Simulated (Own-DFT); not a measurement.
# One host, several defects: C40 NbSi2

No measurement is shown. These are fixed-geometry runs of a retired plane-wave code named Own-DFT, which no person has reviewed; spin and spin-orbit coupling are neglected.

Method: PBE; PseudoDojo norm-conserving scalar-relativistic files; cutoff 42 hartree; 4 x 4 x 5 k mesh centred on Gamma; cold (Marzari-Vanderbilt) smearing of 0.2 eV.

Caveats: forces on such cells failed a check on a denser k mesh; stress not checked against mesh or cutoff.

All runs share one cell, with vectors in Å (0.000, 8.324, 0.000); (-9.613, 0.000, 0.000); (0.000, 0.000, 6.586) and a volume of 527.0 Å³. u is the rms random offset of the atoms per axis. The defect's site can differ from row to row.

```
cell,formula,u (Å),P (GPa)
no defect,Nb12Si24,0.0196,1.46
no defect,Nb12Si24,0.0218,1.56
no defect,Nb12Si24,0.0447,2.26
two Si on a Nb site each,Nb10Si26,0.0296,1.65
two Si on a Nb site each,Nb10Si26,0.0300,1.68
two Si on a Nb site each,Nb10Si26,0.0462,2.24
one Si vacancy,Nb12Si23,0.0273,?
one Si vacancy,Nb12Si23,0.0293,1.05
one Si vacancy,Nb12Si23,0.0510,1.98
one Si vacancy,Nb12Si23,0.0594,2.81
two Nb on a Si site each,Nb14Si22,0.0268,7.54
two Nb on a Si site each,Nb14Si22,0.0497,8.38
two Nb on a Si site each,Nb14Si22,0.0580,9.10
```

## Analysis

P = P0 + c u² + a shift for each defect gives P0 = 1.21 GPa, c = 573 ± 39 GPa/Å² and a scatter of 0.12 GPa. The shifts, and each times the cell's volume:

- two Nb on a Si site each: 5.88 ± 0.11 GPa, 19.3 eV (9.7 eV for each of its 2 sites)
- two Si on a Nb site each: -0.10 ± 0.10 GPa, -0.3 eV (-0.2 eV for each of its 2 sites) (not resolved)
- one Si vacancy: -0.61 ± 0.11 GPa, -2.0 eV

Against the defect-free cell, a freed cell would be larger where the shift is positive and smaller where it is negative (160.2 GPa Å³ is 1 eV). The atoms around the defects weren't relaxed, which would change these numbers.

## Withheld run

Question: what pressure belongs in the blank (one Si vacancy, u = 0.0273 Å)?

From the fit: 1.04 ± 0.15 GPa. The run itself gave 0.89 GPa.
